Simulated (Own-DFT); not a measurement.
## Calculated data, GaN (wurtzite, strained, atoms displaced)

A calculation, not a measurement: plane-wave PBE density functional theory by an unreviewed code, no spin, of a simulated periodic cell, stress positive in tension, free energy of the whole cell less one offset for each atom, forces on such cells passed a denser k mesh, this cell's mesh not checked; offsets are fitted by least squares, one for each functional and potential file, so energies compare only between cells with the same atoms and settings and are not formation energies; the far tail of each file's local potential was reset to the Coulomb form; each entry is a single point on an unrelaxed cell, so the pressure reflects the starting lattice, mostly measured values (interpolated for alloys), from which strain is counted, and rises with the displacements; printed positions are rounded, which can move forces by about a meV/angstrom; the program, named Own-DFT, is a retired in-house code; no spin-orbit coupling. Program: Own-DFT development build.

Common to all runs: functional PBE; potential files PseudoDojo norm-conserving, scalar-relativistic, standard set with the stringent files for Ga; wave cutoff 96 hartree; occupations Gaussian; smearing width 0.01 eV; k mesh 3 x 4 x 3 centred on Gamma.

(1) GaN (wurtzite, strained, atoms displaced)

```
cell vectors (Å)
  12.7560     0.0000     0.0000
  -4.7835     8.2853     0.0000
   0.0000     0.0000    10.6811
atoms (fractions of the cell vectors)
Ga  0.08525  0.21975  0.00628
Ga  0.16898  0.11129  0.24970
N   0.08709  0.23442  0.18283
N   0.17176  0.11730  0.43460
Ga  0.07395  0.21402  0.49425
Ga  0.16445  0.09890  0.75137
N   0.08650  0.21816  0.69263
N   0.16349  0.11524  0.93495
Ga  0.07241  0.55959  0.00119
Ga  0.16358  0.43813  0.24887
N   0.08701  0.56056  0.18989
N   0.16768  0.43650  0.43863
Ga  0.08462  0.55769  0.50231
Ga  0.16942  0.44900  0.74189
N   0.08916  0.56377  0.69034
N   0.17079  0.43619  0.93714
Ga  0.08729  0.89919  0.00310
Ga  0.16374  0.78020  0.24806
N   0.08464  0.89267  0.18566
N   0.17057  0.77893  0.43307
Ga  0.08342  0.89574  0.49954
Ga  0.16385  0.77945  0.75388
N   0.08558  0.89337  0.67863
N   0.16429  0.78333  0.93797
Ga  0.32895  0.22016  0.99858
Ga  0.41532  0.10516  0.24596
N   0.32994  0.21241  0.19098
N   0.41419  0.10590  0.43750
Ga  0.34157  0.23391  0.50247
Ga  0.41338  0.11168  0.75064
N   0.33377  0.22319  0.68741
N   0.41360  0.11335  0.94724
Ga  0.32521  0.55749  0.99981
Ga  0.41735  0.44750  0.24349
N   0.33047  0.55533  0.18571
N   0.41618  0.44744  0.44129
Ga  0.34024  0.55596  0.49618
Ga  0.41531  0.44200  0.74144
N   0.33935  0.55953  0.69385
N   0.41897  0.44360  0.93866
Ga  0.32947  0.87700  0.00438
Ga  0.41609  0.77181  0.25081
N   0.32393  0.87856  0.18605
N   0.41129  0.76797  0.43682
Ga  0.32799  0.89463  0.49530
Ga  0.41434  0.77007  0.74813
N   0.32660  0.88420  0.68203
N   0.42047  0.76964  0.94247
Ga  0.58767  0.21807  0.99044
Ga  0.67411  0.11274  0.25734
N   0.58168  0.22218  0.19226
N   0.67080  0.11752  0.44177
Ga  0.58928  0.22052  0.49196
Ga  0.67052  0.11036  0.75522
N   0.58136  0.21473  0.68705
N   0.66872  0.10593  0.93472
Ga  0.58283  0.55425  0.99942
Ga  0.66354  0.45561  0.25199
N   0.57943  0.54937  0.18656
N   0.67276  0.45021  0.43442
Ga  0.59021  0.56092  0.50012
Ga  0.66825  0.44362  0.75295
N   0.58252  0.55425  0.67839
N   0.66174  0.43858  0.94382
Ga  0.58234  0.89149  0.00484
Ga  0.66114  0.77291  0.24640
N   0.58408  0.88496  0.18645
N   0.66952  0.78607  0.44593
Ga  0.58492  0.88568  0.50773
Ga  0.67165  0.78453  0.75137
N   0.59045  0.89577  0.68133
N   0.66398  0.77330  0.93556
Ga  0.82604  0.21051  0.99600
Ga  0.91617  0.11310  0.24497
N   0.83109  0.22608  0.19001
N   0.91680  0.11304  0.44405
Ga  0.83323  0.22383  0.49894
Ga  0.91222  0.10983  0.75292
N   0.83074  0.22803  0.69362
N   0.90937  0.10062  0.94294
Ga  0.83472  0.54885  0.00345
Ga  0.91970  0.45098  0.25355
N   0.84201  0.56016  0.19434
N   0.92166  0.44542  0.43512
Ga  0.83279  0.55409  0.49569
Ga  0.91551  0.44513  0.75091
N   0.83467  0.55749  0.69475
N   0.91571  0.45367  0.94083
Ga  0.82889  0.88278  0.00285
Ga  0.91571  0.77724  0.25552
N   0.83791  0.88716  0.18582
N   0.91848  0.78557  0.44618
Ga  0.83342  0.88601  0.49554
Ga  0.91271  0.77683  0.74949
N   0.83999  0.89612  0.68698
N   0.91662  0.78137  0.93736
```

- free energy of cell above offsets: -5.596 eV
- pressure: 1.66 GPa
- stress xx: -4.88 GPa
- stress yy: -4.87 GPa
- stress zz: 4.78 GPa
- stress yz: -0.44 GPa
- stress xz: -0.17 GPa
- stress xy: 0.17 GPa

Force:
```
element  x (eV/Å)  y (eV/Å)  z (eV/Å)
     Ga    -1.238     0.503    -1.466
     Ga    -0.583     0.243     0.561
      N         0    -2.602     0.804
      N    -0.397    -0.333     0.184
     Ga     2.484     1.192     1.637
     Ga    -0.573     1.776    -0.202
      N    -1.154     0.358    -0.788
      N     0.979    -0.773      0.18
     Ga      2.67    -0.004     0.503
     Ga     0.032     2.037     1.021
      N    -0.634    -0.673     -0.56
      N    -0.634      0.76    -0.039
     Ga     1.002     0.172    -0.291
     Ga     0.435    -1.231     1.197
      N    -0.966    -1.023    -0.415
      N    -2.618     0.532     -0.69
     Ga    -0.772     -0.72    -0.316
     Ga     0.208    -0.376     0.634
      N    -0.711     -0.16     0.407
      N    -1.847    -0.475     0.053
     Ga      1.29     0.176    -0.438
     Ga     0.234     0.461    -0.491
      N    -0.269    -1.388     1.204
      N     0.382    -0.489     -0.02
     Ga     0.272     0.843     0.524
     Ga     0.063    -0.086      0.35
      N     0.006     1.483    -0.804
      N     0.541     1.742    -0.551
     Ga    -0.404     -1.54    -0.316
     Ga     0.738    -0.611     0.236
      N    -0.227    -0.446    -0.168
      N     1.157    -1.286    -1.309
     Ga     2.051    -1.044     0.314
     Ga    -0.941    -1.378      0.72
      N     0.471    -0.331     0.121
      N     2.106     0.121    -1.394
     Ga    -2.009    -0.272     1.043
     Ga     0.693      0.26     1.737
      N    -0.629    -0.873    -1.676
      N    -0.755    -0.006    -0.332
     Ga     0.013     1.063    -0.577
     Ga    -0.829     0.417     0.272
      N     1.582     0.671     0.211
      N     0.504     1.965    -0.065
     Ga     1.483    -1.082     0.912
     Ga    -0.111     2.074     0.389
      N     0.826     0.395     0.907
      N    -1.257     1.506    -1.039
     Ga    -1.692    -0.129     1.791
     Ga    -1.863    -0.145    -0.467
      N     1.067     0.125    -0.479
      N     0.837    -1.544    -0.734
     Ga    -2.153     0.368     1.257
     Ga     -1.33    -0.151    -1.287
      N     0.138     0.738     0.141
      N    -0.976    -0.257     0.209
     Ga    -0.603    -0.409    -0.342
     Ga     2.262    -1.862    -0.328
      N    -0.279     1.459    -0.312
      N    -0.808    -0.457     0.122
     Ga    -0.644     -0.36    -0.195
     Ga    -0.777    -0.429    -0.306
      N     0.655     0.408     1.551
      N     1.189     0.747    -0.775
     Ga      0.64    -1.053    -0.451
     Ga     1.073      0.47     0.836
      N     -0.49     0.807     0.462
      N      0.29    -1.064    -1.941
     Ga     -1.41      0.51    -1.393
     Ga    -0.036    -0.858    -0.511
      N    -0.544    -0.694      2.05
      N    -0.099     0.505     0.403
     Ga     1.295     1.651     1.205
     Ga     0.241     0.101      0.42
      N     1.014    -0.008    -0.727
      N    -1.365    -1.028    -1.723
     Ga     0.481     0.333     0.895
     Ga     1.251     0.863     0.126
      N     1.152    -0.265    -0.839
      N     0.409     1.114    -0.387
     Ga    -2.205     1.786     0.586
     Ga     0.861    -0.608    -0.279
      N    -1.859    -0.154    -0.717
      N    -0.747     0.105     0.828
     Ga     0.912     0.561     1.049
     Ga     0.652     0.734     0.309
      N    -0.192    -0.284    -1.342
      N     0.797    -2.642    -1.199
     Ga     0.417    -0.264    -0.427
     Ga     0.747     0.516    -0.191
      N    -1.325     0.022     0.744
      N     0.632    -1.372    -1.455
     Ga    -0.625     1.228     1.386
     Ga      0.86     0.705     0.482
      N    -0.932    -0.735    -0.359
      N     0.419    -0.632     0.144
```

(2) GaN (wurtzite, strained, atoms displaced)

```
cell vectors (Å)
  12.7560     0.0000     0.0000
  -4.7835     8.2853     0.0000
   0.0000     0.0000    10.6811
atoms (fractions of the cell vectors)
Ga  0.07868  0.22705  0.00070
Ga  0.16653  0.11642  0.25001
N   0.08624  0.22875  0.18291
N   0.16408  0.11781  0.43955
Ga  0.08410  0.21977  0.50125
Ga  0.17748  0.12171  0.75075
N   0.07775  0.20894  0.68213
N   0.16842  0.11170  0.93431
Ga  0.08270  0.55907  0.00125
Ga  0.16708  0.44265  0.25087
N   0.07824  0.55491  0.18431
N   0.16608  0.43482  0.43404
Ga  0.08740  0.55570  0.50309
Ga  0.16592  0.44867  0.75821
N   0.08039  0.54994  0.68984
N   0.17227  0.45006  0.94099
Ga  0.09260  0.89536  0.99751
Ga  0.17239  0.78444  0.24644
N   0.08130  0.88832  0.18079
N   0.15697  0.77349  0.43608
Ga  0.07981  0.88564  0.49873
Ga  0.17316  0.77740  0.75589
N   0.08275  0.87769  0.68683
N   0.16125  0.77062  0.94291
Ga  0.33277  0.22417  0.00463
Ga  0.41781  0.10929  0.25263
N   0.33016  0.22445  0.18933
N   0.41441  0.10480  0.44460
Ga  0.33319  0.21757  0.49933
Ga  0.40917  0.11293  0.74988
N   0.32949  0.21490  0.67772
N   0.41167  0.10421  0.93227
Ga  0.33237  0.55498  0.00585
Ga  0.41869  0.45246  0.25266
N   0.33998  0.56347  0.17933
N   0.42176  0.44793  0.44267
Ga  0.33744  0.56362  0.50691
Ga  0.41883  0.45946  0.75097
N   0.33306  0.54971  0.69129
N   0.42158  0.43751  0.93698
Ga  0.33214  0.88756  0.99539
Ga  0.41635  0.78233  0.24764
N   0.33879  0.88468  0.18478
N   0.41932  0.78237  0.44171
Ga  0.33628  0.88041  0.50646
Ga  0.41136  0.77695  0.75599
N   0.34101  0.88939  0.68594
N   0.41392  0.77320  0.93890
Ga  0.58557  0.22624  0.01246
Ga  0.66415  0.11204  0.26026
N   0.58169  0.22021  0.19196
N   0.66535  0.11304  0.43626
Ga  0.58632  0.23293  0.50194
Ga  0.65782  0.10718  0.74641
N   0.58413  0.22595  0.68366
N   0.66801  0.10709  0.94418
Ga  0.58738  0.55490  0.00653
Ga  0.66918  0.44451  0.25524
N   0.59283  0.56283  0.18665
N   0.66668  0.44242  0.43515
Ga  0.58183  0.55545  0.49674
Ga  0.66747  0.45128  0.75204
N   0.57807  0.55123  0.69126
N   0.66244  0.44560  0.94355
Ga  0.58136  0.88685  0.99999
Ga  0.66531  0.77623  0.25483
N   0.58531  0.88628  0.18264
N   0.66178  0.78053  0.44321
Ga  0.58876  0.89369  0.49048
Ga  0.67167  0.78708  0.75400
N   0.58366  0.89239  0.68682
N   0.66919  0.78130  0.94416
Ga  0.84032  0.22669  0.00377
Ga  0.90991  0.10166  0.25570
N   0.82953  0.22324  0.19238
N   0.92236  0.11727  0.43690
Ga  0.82946  0.22161  0.49091
Ga  0.92546  0.12331  0.75598
N   0.83521  0.23790  0.68718
N   0.91735  0.11096  0.93952
Ga  0.83322  0.56605  0.00149
Ga  0.92131  0.44712  0.24761
N   0.83150  0.54902  0.18800
N   0.92666  0.44265  0.44507
Ga  0.83268  0.55852  0.50518
Ga  0.91330  0.44502  0.75456
N   0.83016  0.55650  0.69095
N   0.91297  0.44206  0.94079
Ga  0.82498  0.88533  0.00899
Ga  0.91736  0.77838  0.24797
N   0.83942  0.89489  0.19094
N   0.91933  0.77251  0.43319
Ga  0.83281  0.87962  0.50977
Ga  0.91778  0.78402  0.75556
N   0.83987  0.89630  0.69416
N   0.91763  0.78375  0.93732
```

- free energy of cell above offsets: -5.970 eV
- pressure: 1.23 GPa
- stress xx: -4.04 GPa
- stress yy: -3.52 GPa
- stress zz: 3.87 GPa
- stress yz: 0.46 GPa
- stress xz: -0.14 GPa
- stress xy: 0.42 GPa

Force:
```
element  x (eV/Å)  y (eV/Å)  z (eV/Å)
     Ga     1.434     -0.44     0.113
     Ga    -0.433     -0.62     0.223
      N     -0.55    -0.753     0.431
      N     1.654    -1.402    -0.978
     Ga    -0.877     0.454     0.347
     Ga    -1.632    -1.723    -0.199
      N      1.13     1.821     1.052
      N    -0.323     0.734     0.254
     Ga    -0.199    -1.334     0.311
     Ga    -0.277     0.594    -0.263
      N     1.852     0.788     0.159
      N     0.398     1.885     0.578
     Ga     0.175    -0.263     0.012
     Ga     0.254     -1.06    -0.896
      N     0.585     0.846     0.317
      N     -1.02    -0.457     -0.32
     Ga    -1.803    -0.178     0.146
     Ga    -0.839    -0.753     0.482
      N     0.727     0.589     0.735
      N     2.143     0.433    -0.326
     Ga     0.525     0.832     0.816
     Ga     -1.11    -0.345    -0.897
      N     0.011     0.987     0.329
      N     1.078     1.101    -1.074
     Ga     0.235    -0.444    -0.493
     Ga     -0.83    -0.003     0.439
      N     1.189     0.175     0.238
      N     0.451     0.213    -1.091
     Ga    -0.603      0.23    -0.485
     Ga     1.659     0.271    -0.254
      N     0.385     1.588     0.862
      N      0.23     0.771     0.959
     Ga     1.227    -0.237    -1.414
     Ga     0.484    -0.371     -0.06
      N    -0.519    -0.554     2.222
      N    -1.217    -0.491    -0.964
     Ga    -0.089    -1.287    -0.707
     Ga     1.488    -2.254     0.961
      N     -1.94     1.299    -0.507
      N    -1.114     1.171     0.206
     Ga     0.248    -0.044     0.543
     Ga     1.711    -0.752     0.626
      N     -1.84     1.257    -0.406
      N     0.546     -0.75    -1.205
     Ga    -1.934     0.898    -0.679
     Ga     1.856    -0.129    -0.226
      N    -1.485    -0.044     0.708
      N     0.061     0.139    -0.222
     Ga     0.316    -0.849    -1.783
     Ga     0.546    -0.363    -2.134
      N    -0.173     0.316     0.443
      N    -0.394     0.167     0.514
     Ga    -0.307    -1.575     0.418
     Ga      1.25     1.238     0.969
      N    -0.886     0.165     0.672
      N     -0.69     0.839    -0.624
     Ga    -1.251     0.493     -0.61
     Ga    -0.053     0.033    -0.767
      N    -0.747    -0.901     1.042
      N    -0.059     1.191     0.422
     Ga     0.636     0.216     1.312
     Ga    -0.267    -1.022     0.463
      N     0.827     1.487    -0.836
      N     1.429    -0.398    -0.686
     Ga      0.04     0.378     0.052
     Ga     0.318     0.695    -0.309
      N    -0.462     0.407     1.487
      N     2.394    -0.798    -0.972
     Ga    -1.607     0.356     2.199
     Ga    -0.348    -0.493     -0.08
      N     0.039    -1.028    -0.249
      N    -0.791    -0.945    -0.936
     Ga    -1.386    -0.773     0.207
     Ga     0.381     2.229     -0.08
      N     0.668    -0.407    -0.082
      N     -0.96    -1.668     0.336
     Ga     1.416     0.502      1.68
     Ga    -1.774    -0.487     -0.58
      N     0.245    -2.523    -0.318
      N    -0.239    -0.135     0.084
     Ga     0.534     -0.96     0.024
     Ga    -0.735    -0.538      1.29
      N    -0.153     0.952     0.017
      N    -2.274     0.374    -1.322
     Ga     1.332    -0.811    -0.179
     Ga    -0.002     0.548    -0.008
      N      0.08     0.751    -0.164
      N     0.164     0.964     -0.17
     Ga     1.762     1.041    -0.553
     Ga     0.445    -0.595     0.013
      N    -0.875    -1.511    -0.141
      N    -1.521     0.238     0.354
     Ga    -0.042     1.332    -0.785
     Ga     0.949    -0.427    -0.205
      N    -0.888    -0.227    -0.553
      N     0.018     0.136     0.731
```
